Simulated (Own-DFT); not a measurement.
# How strain changes the stress of hexagonal WC, 64 atoms (C32W32)

All numbers below are calculated, not measured. They come from Own-DFT, an in-house plane-wave density functional program, since retired, whose code no person has reviewed. Each row is one single-point run on a periodic cell that was not relaxed, without spin or spin-orbit coupling.

Settings of every run: PBE; PseudoDojo norm-conserving scalar-relativistic files; cutoff 50 hartree; 4 x 4 x 4 k mesh centred on Gamma; cold (Marzari-Vanderbilt) smearing of 0.2 eV.

Known limits: forces on such cells moved up to 12 meV/angstrom on a denser k mesh; stress not checked against mesh or cutoff.

Unstrained cell vectors in Å: (5.833, -5.052, -2.839); (0.000, -5.052, 8.518); (-5.833, -5.052, -2.839). The unstrained cell was taken from the Materials Project. The random moves and any unrelaxed bonds add to the pressure at no strain. Each run strains this cell uniformly, with the atoms carried along. Every atom was also moved at random, by a Gaussian of width 0.05 Å on each axis. Strain is the symmetric tensor, in per cent. Stress is positive in tension, and the pressure is minus a third of its trace.

| run | e_xx (%) | e_yy (%) | e_zz (%) | e_yz (%) | e_xz (%) | e_xy (%) | s_xx (GPa) | s_yy (GPa) | s_zz (GPa) | s_yz (GPa) | s_xz (GPa) | s_xy (GPa) | P (GPa) | E (meV/atom) |
|---|---|---|---|---|---|---|---|---|---|---|---|---|---|---|
| 1 | 0.83 | -1.07 | -1.89 | 0.83 | -0.46 | 1.39 | -5.28 | -17.38 | -27.88 | 5.43 | -2.72 | 6.84 | 16.84 | 49.4 |
| 2 | 0.56 | -0.04 | -1.82 | 0.91 | 0.35 | -0.93 | -4.95 | -9.27 | -25.17 | 5.63 | 1.44 | -4.37 | 13.13 | 37.1 |
| 3 | 1.47 | 1.99 | 1.63 | -0.43 | 1.88 | -0.82 | 11.01 | 12.19 | 12.18 | -2.07 | 9.19 | -3.49 | -11.80 | 33.6 |
| 4 | -0.02 | 0.08 | 0.05 | 1.21 | -1.32 | 1.14 | -7.17 | -5.12 | -7.77 | 8.26 | -9.14 | 6.41 | 6.69 | 23.7 |
| 5 | -0.59 | -0.56 | 0.47 | -1.28 | 1.75 | 0.12 | -11.07 | -10.93 | -5.67 | -7.54 | 11.12 | 0.72 | 9.22 | 29.0 |
| 6 | -0.75 | -1.70 | -0.22 | -0.84 | 0.09 | -0.44 | -15.40 | -23.09 | -15.48 | -6.02 | 1.03 | -2.95 | 17.99 | 46.4 |
| 7 | 0.39 | -1.56 | -1.51 | -0.54 | 1.49 | 1.84 | -11.49 | -21.28 | -26.29 | -4.03 | 10.16 | 9.17 | 19.69 | 74.1 |
| 8 | -1.05 | 0.99 | -1.79 | -0.53 | -0.17 | 0.27 | -16.47 | -4.82 | -27.47 | -3.71 | -1.67 | 0.95 | 16.25 | 61.2 |
| 9 | -0.61 | -1.46 | -0.04 | -1.59 | -1.55 | 1.01 | -14.23 | -20.64 | -13.02 | -10.70 | -9.53 | 5.80 | 15.96 | 54.1 |
| 10 | -0.23 | -1.89 | 0.66 | 1.98 | -1.07 | 0.63 | -11.90 | -21.98 | -7.94 | 13.52 | -5.98 | 2.95 | 13.94 | 74.9 |
| 11 | -0.48 | -0.12 | -0.59 | 0.69 | -1.36 | 1.07 | -11.23 | -9.52 | -14.39 | 4.72 | -8.42 | 5.23 | 11.71 | 27.3 |
| 12 | 1.04 | 0.00 | 0.29 | -1.82 | -1.14 | -0.99 | 2.16 | -3.98 | -4.07 | -10.94 | -7.15 | -5.21 | 1.96 | 26.0 |
| 13 | 1.48 | -0.90 | 1.98 | 0.51 | 1.03 | -1.67 | 4.83 | -5.75 | 10.94 | 3.31 | 5.91 | -8.70 | -3.34 | 30.7 |
| 14 | -0.45 | -0.82 | 1.47 | -1.32 | 0.49 | -0.44 | -7.60 | -9.66 | 4.84 | -8.14 | 3.11 | -1.93 | 4.14 | 0.0 |
| 15 | 1.02 | -1.65 | -0.16 | 1.45 | -1.21 | 0.05 | ? | ? | ? | ? | ? | ? | ? | ? |

E is the free energy for each atom above the lowest run shown.

## Worked fit

Each stress component was fitted by least squares to a constant and the strains of the runs shown, as fractions, with shears doubled. Shear strains stay in the fit of a normal stress only where such slopes are resolved. The slopes, in GPa:

```
stress,at no strain,per e_xx,per e_yy,per e_zz,scatter
s_xx,-6.6,725 ± 37,211 ± 28,181 ± 23,1.05
s_yy,-7.0,194 ± 45,765 ± 33,198 ± 28,1.26
s_zz,-8.8,149 ± 36,183 ± 27,981 ± 22,1.02
```

Each shear stress against twice its own strain: yz 326 ± 6, xz 311 ± 5, xy 264 ± 8 GPa. These are stiffnesses along x, y and z of the frame in which the cell vectors are given, which need not be the crystal's axes. The atoms are held to the strained lattice; where symmetry lets them move under strain, relaxing them would lower some slopes. The table should be nearly symmetric about its diagonal, and what it lacks of that shows the noise. A ninth of its sum, 398 ± 14 GPa, estimates the bulk modulus near the mean pressure of these runs, 9.5 GPa, so it lies above the value at zero pressure.

## Withheld run

Question: what normal stresses and pressure should run 15 give?

The fit gives s_xx = -3.0, s_yy = -18.0, s_zz = -11.9 and P = 10.9 GPa. The calculation gave -3.77, -17.35, -12.02 and P = 11.05 GPa.
